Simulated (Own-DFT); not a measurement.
# How strain changes the stress of wurtzite GaN, 72 atoms (Ga36N36)

Calculated results; nothing here was measured. The program, named Own-DFT, is a retired in-house plane-wave density functional code that no person has reviewed. Each row is one single-point run on a periodic cell that was not relaxed, without spin or spin-orbit coupling.

Settings of every run: PBE; PseudoDojo norm-conserving scalar-relativistic files; cutoff 42 hartree; 4 x 4 x 3 k mesh centred on Gamma; Fermi-Dirac smearing of 0.1 eV.

Known limits: forces not confirmed at this smearing and k mesh; stress not checked against mesh or cutoff.

Unstrained cell vectors in Å: (9.567, 0.000, 0.000); (-4.784, 8.285, 0.000); (0.000, 0.000, 10.370). The unstrained cell has measured lattice constants (interpolated for alloys), not those of this functional. That, the random moves and any unrelaxed bonds set the pressure at no strain. Each run strains this cell uniformly, with the atoms carried along. Every atom was also moved at random, by a Gaussian of width 0.05 Å on each axis. Strain is the symmetric tensor, in per cent. Stress is positive in tension, and the pressure is minus a third of its trace.

```
run  e_xx (%)  e_yy (%)  e_zz (%)  s_xx (GPa)  s_yy (GPa)  s_zz (GPa)  P (GPa)  E (meV/atom)
  1      0.75      0.75      0.00       -5.39       -3.63       -6.17     5.06          23.8
  2     -0.25     -0.25      0.00      -10.70       -8.89       -6.85     8.82          23.2
  3     -0.75     -0.75      0.00       -9.84      -12.08       -9.01    10.31          16.4
  4     -1.00     -1.00      0.00      -14.49      -12.64       -8.13    11.75          27.1
  5     -2.75     -2.75      0.00      -24.38      -25.39      -13.27    21.01          91.1
  6      3.00      3.00      0.00        6.70        5.79       -4.56    -2.65          20.9
  7      1.25      1.25      0.00        1.15       -3.38       -6.42     2.89           7.1
  8      1.75      1.75      0.00        1.36        1.47       -5.07     0.75           0.0
  9      0.50      0.50      0.00           ?           ?           ?        ?             ?
```

E is the free energy for each atom above the lowest run shown.

## Worked fit

The change of volume is close to e_xx + e_yy + e_zz. A straight line through the runs shown gives P = 8.32 - 203 x (fractional change of volume) GPa, with an error of 11 on the slope and a scatter of 1.07 GPa. The strain isn't the same on all axes and the cell isn't cubic, so the slope belongs to this path and is not the bulk modulus.

## Withheld run

Question: what pressure should run 9 give? Its volume changes by 1.00 %.

The line gives 6.3 GPa. The calculation gave 5.69 GPa.
